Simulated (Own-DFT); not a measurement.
# What a defect does to the pressure of its cell: C11b WSi2

The numbers are computed, not measured, by runs of the plane-wave DFT program Own-DFT (in-house, retired, unreviewed) at fixed positions, with no spin and no spin-orbit coupling.

Common settings: PBE; PseudoDojo norm-conserving scalar-relativistic files; cutoff 50 hartree; 5 x 5 x 5 k mesh centred on Gamma; cold (Marzari-Vanderbilt) smearing of 0.2 eV.

Known weak points: forces on such cells failed a check on a denser k mesh; stress not checked against mesh or cutoff.

All runs share one cell, with vectors in Å (-2.148, -5.953, 3.409); (-6.444, 2.976, 1.136); (-2.553, -2.948, -6.757) and a volume of 403.2 Å³. The atoms are randomly displaced, by u rms on each axis. The defect's site can differ from row to row.

```
              cell  formula   u (Å)  P (GPa)
         no defect  Si20W10  0.0189     4.50
         no defect  Si20W10  0.0201     4.27
         no defect  Si20W10  0.0474     5.59
one W on a Si site  Si19W11  0.0259     9.57
one W on a Si site  Si19W11  0.0292     9.68
one W on a Si site  Si19W11  0.0496    11.71
    one Si vacancy  Si19W10  0.0319        ?
    one Si vacancy  Si19W10  0.0340     3.37
    one Si vacancy  Si19W10  0.0479     4.03
    one Si vacancy  Si19W10  0.0489     4.26
one Si on a W site   Si21W9  0.0321     6.36
one Si on a W site   Si21W9  0.0467     6.71
one Si on a W site   Si21W9  0.0561     7.32
```

## Worked fit

P = P0 + c u² + a shift for each defect gives P0 = 4.04 GPa, c = 738 ± 119 GPa/Å² and a scatter of 0.32 GPa. The shifts, and each times the cell's volume:

- one W on a Si site: 5.30 ± 0.27 GPa, 13.3 eV
- one Si on a W site: 1.19 ± 0.30 GPa, 3.0 eV
- one Si vacancy: -1.60 ± 0.29 GPa, -4.0 eV

Against the defect-free cell, a freed cell would be larger where the shift is positive and smaller where it is negative (160.2 GPa Å³ is 1 eV). The atoms around the defects weren't relaxed, which would change these numbers.

## Withheld run

The question: what pressure belongs in the blank (one Si vacancy, u = 0.0319 Å)?

The fitted form gives 3.20 ± 0.39 GPa. The run itself gave 3.49 GPa.
